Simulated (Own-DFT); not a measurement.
# Shaking the atoms of a stack of InAs and GaAs layers, 64 atoms (As32Ga24In8)

These are calculations, not measurements. The program, named Own-DFT, is a retired in-house plane-wave density functional code that no person has reviewed. Each row is one single-point run on a periodic cell that was not relaxed, without spin or spin-orbit coupling.

Settings of every run: PBE; PseudoDojo norm-conserving scalar-relativistic files; cutoff 42 hartree; 3 x 3 x 3 k mesh centred on Gamma; Fermi-Dirac smearing of 0.1 eV.

Known limits: forces on such cells passed a denser k mesh, each cell not checked; stress not checked against mesh or cutoff.

Cell vectors in Å: (11.307, 0.000, 0.000); (0.000, 11.307, 0.000); (0.000, 0.000, 11.307). In each run every atom was moved at random and independently from its ideal site; u is the rms move along one axis. E is the free energy for each atom above the fitted value at u = 0, and F the rms of the force components.

| run | u (Å) | E (meV/atom) | F (eV/Å) | largest force (eV/Å) | P (GPa) |
|---|---|---|---|---|---|
| 1 | 0.0301 | 13.8 | 0.697 | 2.81 | 8.95 |
| 2 | 0.0318 | 18.0 | 0.737 | 2.93 | 9.00 |
| 3 | 0.0326 | 18.9 | 0.745 | 3.13 | 9.01 |
| 4 | 0.0602 | 56.6 | 1.021 | 5.08 | 9.48 |
| 5 | 0.0659 | ? | ? | ? | ? |
| 6 | 0.0885 | 113.7 | 1.347 | 5.60 | 10.19 |
| 7 | 0.1024 | 201.8 | 1.863 | 10.03 | 11.38 |
| 8 | 0.1054 | 187.3 | 1.758 | 6.73 | 11.02 |

## Worked fit

For small independent moves the energy grows as E = (3/2) K u², with K the mean stiffness felt by one atom. The runs with u up to 0.11 Å give K = 11.1 ± 0.7 eV/Å², with residuals divided by u² + 0.0006 Å², since the noise grows with the moves. The scatter is 4.9 meV/atom at u = 0.05 Å. The forces follow F² = F0² + G² u², fitted to F/u, with G = 15.6 eV/Å² and F0 = 0.53 eV/Å. F0 is the force that atoms already bear on their ideal sites. G exceeds K because the moves of its neighbours add to the force on an atom, and stiffness differs between atoms. The pressure follows P = 8.74 + 218 u² GPa: at fixed volume, shortened bonds push harder than stretched ones pull.

## Withheld run

Question: what energy and rms force should run 5 give?

The fit gives 73 ± 9 meV/atom and about 1.16 eV/Å. The calculation gave 63.6 meV/atom and 1.080 eV/Å.
